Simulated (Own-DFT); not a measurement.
Simulation results for Al₃GaN₄ (wurtzite random alloy, strained, atoms displaced)

All values are calculated (Own-DFT development build). A calculation, not a measurement: plane-wave PBE density functional theory by an unreviewed code, no spin, of a simulated periodic cell, stress positive in tension, free energy of the whole cell less one offset for each atom, forces on such cells passed a denser k mesh, this cell's mesh not checked; offsets are fitted by least squares, one for each functional and potential file, so energies compare only between cells with the same atoms and settings and are not formation energies; the far tail of each file's local potential was reset to the Coulomb form; each entry is a single point on an unrelaxed cell, so the pressure reflects the starting lattice, mostly measured values, from which strain is counted, and rises with the displacements; printed positions are rounded, which can move forces by about a meV/angstrom; the program is a retired in-house code; no spin-orbit coupling.

```cif
# cell vector a (Å): 9.2528 0.0000 0.0000
# cell vector b (Å): -4.6264 8.0132 0.0000
# cell vector c (Å): 0.0000 0.0000 10.0655
data_Al3GaN4
_symmetry_space_group_name_H-M 'P 1'
_symmetry_Int_Tables_number 1
_cell_length_a 9.2528
_cell_length_b 9.2528
_cell_length_c 10.0655
_cell_angle_alpha 90.000
_cell_angle_beta 90.000
_cell_angle_gamma 120.000
_cell_volume 746.30
loop_
_atom_site_label
_atom_site_type_symbol
_atom_site_fract_x
_atom_site_fract_y
_atom_site_fract_z
_atom_site_occupancy
Al1 Al 0.10828 0.22910 0.00386 1
Al2 Al 0.23331 0.11514 0.24999 1
N1 N 0.10842 0.22520 0.18819 1
N2 N 0.23195 0.11762 0.44582 1
Ga1 Ga 0.13004 0.22469 0.49529 1
Al3 Al 0.22778 0.12056 0.75130 1
N3 N 0.11224 0.21729 0.68658 1
N4 N 0.21226 0.11248 0.94784 1
Ga2 Ga 0.10296 0.55226 0.99206 1
Al4 Al 0.22246 0.44656 0.25324 1
N5 N 0.11456 0.56236 0.19104 1
N6 N 0.22768 0.44307 0.43889 1
Al5 Al 0.11444 0.55450 0.49867 1
Al6 Al 0.21545 0.42627 0.74600 1
N7 N 0.12090 0.55535 0.69027 1
N8 N 0.23288 0.45892 0.94685 1
Al7 Al 0.10456 0.88254 0.00924 1
Al8 Al 0.21826 0.78054 0.25683 1
N9 N 0.10771 0.89590 0.18433 1
N10 N 0.22829 0.77560 0.45046 1
Ga3 Ga 0.11329 0.88493 0.49602 1
Al9 Al 0.21400 0.77179 0.74515 1
N11 N 0.11740 0.89868 0.68553 1
N12 N 0.22589 0.77005 0.94373 1
Al10 Al 0.44721 0.22317 0.00840 1
Ga4 Ga 0.56245 0.11195 0.24777 1
N13 N 0.44908 0.23073 0.18689 1
N14 N 0.55626 0.12098 0.43817 1
Al11 Al 0.44421 0.22240 0.49675 1
Al12 Al 0.55567 0.11129 0.75084 1
N15 N 0.44035 0.21641 0.69076 1
N16 N 0.56177 0.11983 0.93981 1
Al13 Al 0.43824 0.55274 0.00267 1
Al14 Al 0.55469 0.44076 0.24967 1
N17 N 0.44016 0.55798 0.18361 1
N18 N 0.56855 0.45069 0.43609 1
Ga5 Ga 0.44164 0.54571 0.49786 1
Al15 Al 0.54424 0.43680 0.75043 1
N19 N 0.43429 0.55224 0.67865 1
N20 N 0.55115 0.43383 0.93936 1
Al16 Al 0.45010 0.88749 0.00323 1
Ga6 Ga 0.56938 0.77838 0.24311 1
N21 N 0.44923 0.88729 0.18882 1
N22 N 0.56516 0.78877 0.44320 1
Ga7 Ga 0.44305 0.88335 0.49280 1
Al17 Al 0.55159 0.77911 0.74741 1
N23 N 0.44525 0.88050 0.69666 1
N24 N 0.55098 0.77205 0.93987 1
Al18 Al 0.77513 0.21428 0.99216 1
Al19 Al 0.88868 0.11363 0.25845 1
N25 N 0.77066 0.21383 0.19109 1
N26 N 0.88268 0.10403 0.43514 1
Al20 Al 0.79191 0.23061 0.50607 1
Al21 Al 0.88652 0.11737 0.74443 1
N27 N 0.76790 0.21829 0.68996 1
N28 N 0.89174 0.11270 0.94330 1
Al22 Al 0.77467 0.56089 0.00038 1
Al23 Al 0.88398 0.44465 0.24799 1
N29 N 0.77529 0.55221 0.19369 1
N30 N 0.88954 0.44906 0.44173 1
Al24 Al 0.78251 0.56010 0.50581 1
Al25 Al 0.88198 0.42234 0.75258 1
N31 N 0.77915 0.56404 0.69236 1
N32 N 0.89443 0.44243 0.94129 1
Al26 Al 0.77695 0.88967 0.00419 1
Al27 Al 0.87766 0.77098 0.24134 1
N33 N 0.76548 0.87781 0.18610 1
N34 N 0.88230 0.77848 0.43115 1
Ga8 Ga 0.78048 0.89482 0.49202 1
Ga9 Ga 0.89900 0.78498 0.75892 1
N35 N 0.76537 0.87828 0.69108 1
N36 N 0.88392 0.77302 0.94222 1
_calc_functional 'PBE'
_calc_potential_files 'PseudoDojo norm-conserving, scalar-relativistic, standard set with the stringent files for Ga'
_calc_wave_cutoff 96  # hartree
_calc_occupations 'Gaussian'
_calc_smearing_width 0.01  # eV
_calc_k_mesh '4 x 4 x 3 centred on Gamma'
_calc_free_energy_of_cell_above_offsets '-19.492'  # eV
_calc_pressure 13.9  # GPa
_calc_stress_xx -17.61  # GPa
_calc_stress_yy -15.05  # GPa
_calc_stress_zz -9.05  # GPa
_calc_stress_yz -0.33  # GPa
_calc_stress_xz 0.71  # GPa
_calc_stress_xy -1.66  # GPa
```

Force:
| element | x (eV/Å) | y (eV/Å) | z (eV/Å) |
| --- | --- | --- | --- |
| Al | 0.858 | 0.386 | -0.048 |
| Al | -1.805 | 0.124 | -0.365 |
| N | 0.466 | -0.383 | 1.53 |
| N | 1.519 | -2.008 | -3.115 |
| Ga | -3.734 | -0.204 | 0.876 |
| Al | 0.075 | -1.994 | 1.44 |
| N | -1.459 | -0.684 | 0.297 |
| N | 1.492 | -0.325 | -0.934 |
| Ga | 2.301 | 1.092 | 2.274 |
| Al | -0.337 | 0.276 | -1.285 |
| N | -0.855 | -0.767 | 1.228 |
| N | -2.266 | 0.449 | -1.288 |
| Al | -0.091 | -0.617 | 0.752 |
| Al | 0.087 | 3.504 | 1.368 |
| N | -1.641 | -2.075 | -0.479 |
| N | -0.809 | -3.738 | -2.524 |
| Al | 1.178 | 0.769 | -2.789 |
| Al | 1.005 | -0.101 | -1.258 |
| N | 0.608 | -0.712 | 3.037 |
| N | -1.894 | -1.424 | -2.736 |
| Ga | -1.665 | 0.341 | 0.563 |
| Al | 1.227 | 1.125 | 1.329 |
| N | 0.641 | -0.241 | 1.039 |
| N | -1.694 | 3.116 | -1.247 |
| Al | -0.938 | -0.811 | -1.909 |
| Ga | -2.028 | -0.994 | 1.115 |
| N | -0.25 | -1.121 | 0.896 |
| N | 1.482 | -0.386 | 0.984 |
| Al | 1.636 | 1.334 | 1.216 |
| Al | -1.408 | -1.866 | 0.259 |
| N | 0.555 | 0.884 | -0.782 |
| N | -0.746 | -1.567 | -0.22 |
| Al | 1.992 | 0.785 | -0.53 |
| Al | -0.743 | 1.503 | 0.178 |
| N | 1.127 | -1.834 | 1.471 |
| N | -0.429 | -1.494 | -0.095 |
| Ga | 1.457 | 2.563 | -0.487 |
| Al | 0.76 | 1.572 | -0.215 |
| N | 0.981 | -0.676 | 3.234 |
| N | -0.467 | 1.623 | 0.013 |
| Al | -1.003 | -0.06 | -0.775 |
| Ga | -5.361 | -2.291 | 2.997 |
| N | -1.919 | -0.275 | 0.22 |
| N | -0.725 | -2.814 | -1.959 |
| Ga | 1.407 | 2.695 | 2.176 |
| Al | 1.09 | -2.122 | 1.032 |
| N | -2.548 | 2.087 | -0.84 |
| N | 1.144 | 0.699 | -0.166 |
| Al | 0.134 | 1.336 | 2.065 |
| Al | 0.216 | -0.337 | -2.565 |
| N | 2.91 | 2.456 | -1.545 |
| N | 0.496 | 3.911 | 1.027 |
| Al | -1.856 | -0.944 | -1.757 |
| Al | 1.257 | -2.765 | 0.931 |
| N | 1.433 | -0.6 | -0.728 |
| N | -0.27 | -0.397 | -1.476 |
| Al | 0.512 | -2.28 | -0.154 |
| Al | 1.502 | -0.517 | 0.325 |
| N | -0.351 | 0.075 | -1.669 |
| N | 1.046 | -0.199 | -0.18 |
| Al | -0.361 | 0.495 | -0.066 |
| Al | -0.693 | 4.884 | 0.195 |
| N | 0.676 | -2.571 | 0.08 |
| N | -3.821 | -1.958 | -1.226 |
| Al | -0.44 | -0.308 | -1.601 |
| Al | 1.065 | 1.017 | 1.263 |
| N | 5.282 | 4.234 | -1.301 |
| N | 1.979 | -0.767 | -0.407 |
| Ga | 0.802 | -1.778 | 2.969 |
| Ga | -1.152 | -0.049 | -1.623 |
| N | 1.08 | 2.601 | 0.046 |
| N | 0.279 | 1.119 | 1.921 |
